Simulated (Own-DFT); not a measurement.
# Misfit strain and the stress it brings: diamond-structure GeSn with randomly placed atoms, 64 atoms (Ge52Sn12)

Everything here is calculated. The program is Own-DFT (plane waves, in-house, since retired, never reviewed by a person); positions were held fixed, and spin and spin-orbit coupling were off.

Method: PBE; PseudoDojo norm-conserving scalar-relativistic files; cutoff 49 hartree; 3 x 3 x 3 k mesh centred on Gamma; Fermi-Dirac smearing of 0.1 eV.

Caveats: forces on such cells moved up to 12 meV/angstrom on a denser k mesh; stress not checked against mesh or cutoff.

Unstrained cell vectors in Å: (11.628, 0.000, 0.000); (0.000, 11.628, 0.000); (0.000, 0.000, 11.628). The unstrained cell has measured lattice constants (interpolated for alloys), not those of this functional. That, the random moves and any unrelaxed bonds set the pressure at no strain. Each run strains x and y alike by e, as a substrate would, and holds the height along z. Each atom got a random Gaussian move of width 0.05 Å along each axis. The random placing of the alloy's atoms differs from row to row. Stress is positive in tension.

| e (%) | u (Å) | (s_xx + s_yy)/2 (GPa) | s_zz (GPa) |
|---|---|---|---|
| -3.00 | 0.049 | -11.34 | -9.61 |
| -2.50 | 0.046 | -10.04 | -8.72 |
| -2.25 | 0.051 | -9.48 | -8.35 |
| -1.50 | 0.051 | -8.13 | -7.55 |
| -1.00 | 0.048 | ? | ? |
| -0.50 | 0.049 | -6.10 | -5.95 |
| 1.00 | 0.046 | -3.71 | -4.09 |
| 1.25 | 0.048 | -3.48 | -4.24 |
| 2.00 | 0.048 | -2.42 | -3.44 |
| 2.25 | 0.051 | -2.18 | -3.35 |

## Worked fit

With e as a fraction, the in-plane stress is -5.3 + 165 e - 1153 e² GPa (errors 2 and 121, scatter 0.08), and s_zz is -5.4 + 114 e - 882 e² GPa (slope ± 3, scatter 0.16). At e = 0 the first slope is C11 + C12 and the second 2 C12, both with the ions held to the strained lattice and at the cell's own pressure. The term in e² is negative: the layer stiffens under compression and softens under tension. A free layer would change its height as e changes, and the in-plane slope would drop by 2 C12²/C11 to the biaxial modulus. At fixed height, a misfit of 1 % moves the in-plane stress by about 1.6 GPa and s_zz by 1.1 GPa.

## Check

Q: what are the two stresses at e = -1.00 %?

The fit gives -7.0 and -6.6 GPa. DFT gave -7.37 and -6.65 GPa. That is outside the usual scatter, by luck or through something left out of the fit.
